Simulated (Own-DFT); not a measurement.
# How strain changes the stress of wurtzite GaN, 72 atoms (Ga36N36)

No measurement is shown. These are fixed-geometry runs of a retired plane-wave code named Own-DFT, which no person has reviewed; spin and spin-orbit coupling are neglected.

Common settings: PBE; PseudoDojo norm-conserving scalar-relativistic files (stringent for Ga); cutoff 96 hartree; 4 x 4 x 3 k mesh centred on Gamma; Gaussian smearing of 0.01 eV.

Known weak points: forces not confirmed at this smearing and k mesh; stress not checked against mesh or cutoff.

Unstrained cell vectors in Å: (9.567, 0.000, 0.000); (-4.784, 8.285, 0.000); (0.000, 0.000, 10.370). The unstrained cell has measured lattice constants (interpolated for alloys), not those of this functional. That, the random moves and any unrelaxed bonds set the pressure at no strain. In each run the cell takes a homogeneous strain; fractional positions stay. Each coordinate of each atom was shifted by a normal deviate of width 0.05 Å. Strain is the symmetric tensor, in per cent. Stress is positive in tension, and the pressure is minus a third of its trace.

```
run,e_xx (%),e_yy (%),e_zz (%),e_yz (%),e_xz (%),e_xy (%),s_xx (GPa),s_yy (GPa),s_zz (GPa),s_yz (GPa),s_xz (GPa),s_xy (GPa),P (GPa),E (meV/atom)
1,-1.25,1.39,-0.13,1.39,-1.06,1.34,-14.76,-2.45,-7.38,3.50,-2.67,5.11,8.20,31.7
2,-1.27,0.45,-1.50,-1.84,0.02,1.06,-14.45,-8.40,-13.97,-4.11,1.74,4.28,12.27,30.2
3,-1.81,0.74,-1.69,0.21,-1.32,1.55,-18.28,-5.88,-17.80,-0.38,-3.49,5.57,13.98,49.9
4,-0.25,-1.18,0.12,-1.88,2.00,-0.73,-9.35,-11.10,-9.34,-3.41,4.77,-1.61,9.93,22.9
5,1.88,1.91,-0.83,1.06,0.36,-0.82,1.00,0.70,-9.90,2.69,0.48,-2.72,2.73,25.2
6,-0.03,-1.73,-0.29,-0.10,-0.66,-1.91,-9.25,-14.44,-11.25,-0.68,-1.43,-4.95,11.65,31.3
7,1.68,0.70,-1.73,-1.37,-1.15,0.80,-1.73,-1.75,-14.45,-3.02,-2.66,1.86,5.98,9.9
8,1.25,0.43,-0.32,-1.73,1.49,-1.37,-1.97,-5.16,-7.26,-4.42,3.32,-3.95,4.80,8.8
9,-2.00,1.16,0.89,0.21,-0.76,-1.14,-14.93,-4.57,-3.56,0.28,-1.30,-3.19,7.69,27.8
10,-1.10,0.10,1.00,1.48,1.83,-0.87,-9.37,-8.38,-3.53,3.83,3.73,-3.38,7.09,6.4
11,-1.25,1.09,-1.03,-0.89,0.78,-1.70,-12.56,-4.99,-11.02,-1.22,1.24,-6.42,9.52,18.7
12,-0.74,-0.54,0.39,-1.40,-0.59,-0.28,-10.22,-10.85,-5.08,-2.66,-1.34,-1.41,8.72,0.0
13,0.04,1.28,-1.38,1.03,-1.72,-0.29,-6.39,-1.65,-14.77,1.47,-3.31,-0.97,7.60,15.2
14,1.40,1.76,0.03,-1.43,-0.70,-0.49,1.16,0.95,-5.96,-2.27,-1.22,-1.50,1.28,1.8
15,1.98,0.61,0.37,-0.95,-1.45,-0.58,?,?,?,?,?,?,?,?
```

E is the free energy for each atom above the lowest run shown.

## Working it out

Regress every stress component on the fractional strains (shears doubled) of the visible runs, with a constant. Shear strains stay in the fit of a normal stress only where such slopes are resolved. The slopes, in GPa:

```
stress  at no strain  per e_xx  per e_yy  per e_zz  scatter
  s_xx          -7.2  466 ± 27   64 ± 33  138 ± 39     1.24
  s_yy          -7.4   99 ± 21  385 ± 26   -3 ± 31     0.97
  s_zz          -7.7   43 ± 26   85 ± 32  494 ± 38     1.19
```

The slope of each shear stress on twice its own strain, from a fit on all six strains: yz 105 ± 8, xz 108 ± 10, xy 167 ± 13 GPa. These are stiffnesses along x, y and z of the frame in which the cell vectors are given, with the crystal's c axis along z: C11, C12, C13 and C33. Hexagonal symmetry asks that xx and yy behave alike, which is a second check on the noise. The atoms are held to the strained lattice; where symmetry lets them move under strain, relaxing them would lower some slopes. The table should be nearly symmetric about its diagonal, and what it lacks of that shows the noise. A ninth of the table's sum, 197 ± 8 GPa, estimates the bulk modulus near the mean pressure of these runs, 8.0 GPa, so it lies above the value at zero pressure.

## Withheld run

Question: what normal stresses and pressure should run 15 give?

The fit gives s_xx = 2.9, s_yy = -3.1, s_zz = -4.5 and P = 1.6 GPa. Computed: 1.59, -3.41, -2.92 and P = 1.58 GPa.
